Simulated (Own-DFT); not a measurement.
# Strain and stress in hcp Hf, 36 atoms (Hf36)

These are calculations, not measurements. The program, named Own-DFT, is a retired in-house plane-wave density functional code that no person has reviewed. Each row is one single-point run on a periodic cell that was not relaxed, without spin or spin-orbit coupling.

Settings of every run: PBE; PseudoDojo norm-conserving scalar-relativistic files; cutoff 42 hartree; 4 x 4 x 4 k mesh centred on Gamma; cold (Marzari-Vanderbilt) smearing of 0.2 eV.

Known limits: hafnium file: forces about 75 meV/angstrom off all-electron values; forces on such cells passed a denser k mesh, each cell not checked; stress not checked against mesh or cutoff.

Unstrained cell vectors in Å: (9.589, 0.000, 0.000); (-4.795, 8.304, 0.000); (0.000, 0.000, 10.102). The unstrained cell has measured lattice constants (interpolated for alloys), not those of this functional. That, the random moves and any unrelaxed bonds set the pressure at no strain. Each run strains this cell uniformly, with the atoms carried along. Every atom was also moved at random, by a Gaussian of width 0.05 Å on each axis. Strain is the symmetric tensor, in per cent. Stress is positive in tension, and the pressure is minus a third of its trace.

| run | e_xx (%) | e_yy (%) | e_zz (%) | e_yz (%) | e_xz (%) | e_xy (%) | s_xx (GPa) | s_yy (GPa) | s_zz (GPa) | s_yz (GPa) | s_xz (GPa) | s_xy (GPa) | P (GPa) | E (meV/atom) |
|---|---|---|---|---|---|---|---|---|---|---|---|---|---|---|
| 1 | 0.81 | 0.56 | -1.54 | 0.25 | -1.72 | 1.56 | -0.15 | -1.01 | -3.89 | 0.34 | -1.78 | 1.91 | 1.68 | 5.0 |
| 2 | -0.16 | -0.64 | -1.10 | 0.62 | 1.14 | 1.29 | -2.89 | -3.24 | -4.58 | 0.57 | 1.16 | 1.89 | 3.57 | 7.4 |
| 3 | 1.34 | -1.01 | 1.92 | 1.39 | -1.57 | -0.02 | 1.89 | -0.95 | 2.41 | 1.38 | -1.39 | 0.13 | -1.12 | 0.2 |
| 4 | -0.70 | 1.74 | 0.42 | 1.31 | -0.69 | -0.38 | -1.09 | 1.70 | -0.08 | 1.20 | -0.65 | -0.35 | -0.18 | 2.8 |
| 5 | 1.33 | -1.85 | -1.14 | 0.93 | -1.62 | -0.76 | -0.90 | -4.88 | -4.50 | 0.92 | -1.44 | -0.98 | 3.43 | 13.9 |
| 6 | -1.04 | 1.43 | 0.83 | 0.03 | -1.60 | 1.10 | -2.01 | 1.37 | 0.12 | 0.12 | -1.75 | 1.53 | 0.17 | 8.5 |
| 7 | 0.49 | 1.23 | -0.95 | -0.35 | 1.17 | -0.77 | -0.23 | 0.70 | -2.30 | -0.36 | 1.19 | -1.00 | 0.61 | 0.0 |
| 8 | 1.36 | 1.66 | 1.57 | -1.50 | -1.29 | 1.53 | 2.99 | 3.41 | 3.28 | -1.33 | -1.13 | 1.84 | -3.22 | 17.2 |
| 9 | -0.19 | 1.69 | -1.84 | 0.97 | -1.27 | -0.09 | -1.78 | 0.27 | -4.65 | 0.97 | -1.40 | -0.31 | 2.05 | 14.3 |
| 10 | 0.37 | 0.15 | 1.60 | 0.46 | -0.24 | 0.80 | 0.86 | -0.10 | 1.73 | 0.47 | -0.16 | 1.18 | -0.83 | 3.1 |
| 11 | -0.67 | 0.03 | 0.60 | 0.99 | 0.93 | 0.04 | -2.06 | -1.32 | -0.96 | 1.04 | 0.84 | -0.07 | 1.45 | 3.2 |
| 12 | -0.29 | 0.98 | -0.68 | -1.02 | -0.93 | 0.10 | -1.73 | -0.04 | -2.56 | -1.03 | -0.95 | -0.03 | 1.44 | 0.8 |
| 13 | 1.73 | -0.39 | -1.49 | 1.43 | -0.48 | -1.35 | 0.66 | -2.12 | -3.85 | 1.58 | -0.50 | -1.76 | 1.77 | 11.8 |
| 14 | -1.25 | 1.90 | -0.86 | -0.42 | -1.62 | -0.23 | -3.13 | 0.59 | -3.23 | -0.43 | -1.66 | -0.20 | 1.92 | 18.0 |
| 15 | 0.84 | 1.92 | 1.22 | 1.72 | -1.81 | -1.65 | 2.11 | 3.48 | 2.37 | 1.50 | -1.67 | -1.81 | -2.66 | 15.6 |
| 16 | 1.72 | 1.43 | -0.44 | -0.20 | 1.60 | 1.15 | ? | ? | ? | ? | ? | ? | ? | ? |

E is the free energy for each atom above the lowest run shown.

## Worked fit

Each stress component was fitted by least squares to a constant and the strains of the runs shown, as fractions, with shears doubled. Shear strains stay in the fit of a normal stress only where such slopes are resolved. The slopes, in GPa:

```
stress,at no strain,per e_xx,per e_yy,per e_zz,scatter
s_xx,-1.3,184 ± 7,60 ± 5,66 ± 4,0.21
s_yy,-1.4,56 ± 5,182 ± 4,68 ± 4,0.17
s_zz,-1.8,66 ± 5,65 ± 4,201 ± 3,0.14
```

Each shear stress against twice its own strain: yz 48 ± 2, xz 50 ± 1, xy 64 ± 3 GPa. These are stiffnesses along x, y and z of the frame in which the cell vectors are given, which need not be the crystal's axes. The atoms are held to the strained lattice; where symmetry lets them move under strain, relaxing them would lower some slopes. The table should be nearly symmetric about its diagonal, and what it lacks of that shows the noise. A ninth of its sum, 106 ± 2 GPa, estimates the bulk modulus near the mean pressure of these runs, 0.7 GPa.

## Withheld run

Question: what normal stresses and pressure should run 16 give?

The fit gives s_xx = 2.4, s_yy = 1.9, s_zz = -0.6 and P = -1.2 GPa. The calculation gave 2.48, 1.96, -0.28 and P = -1.39 GPa.
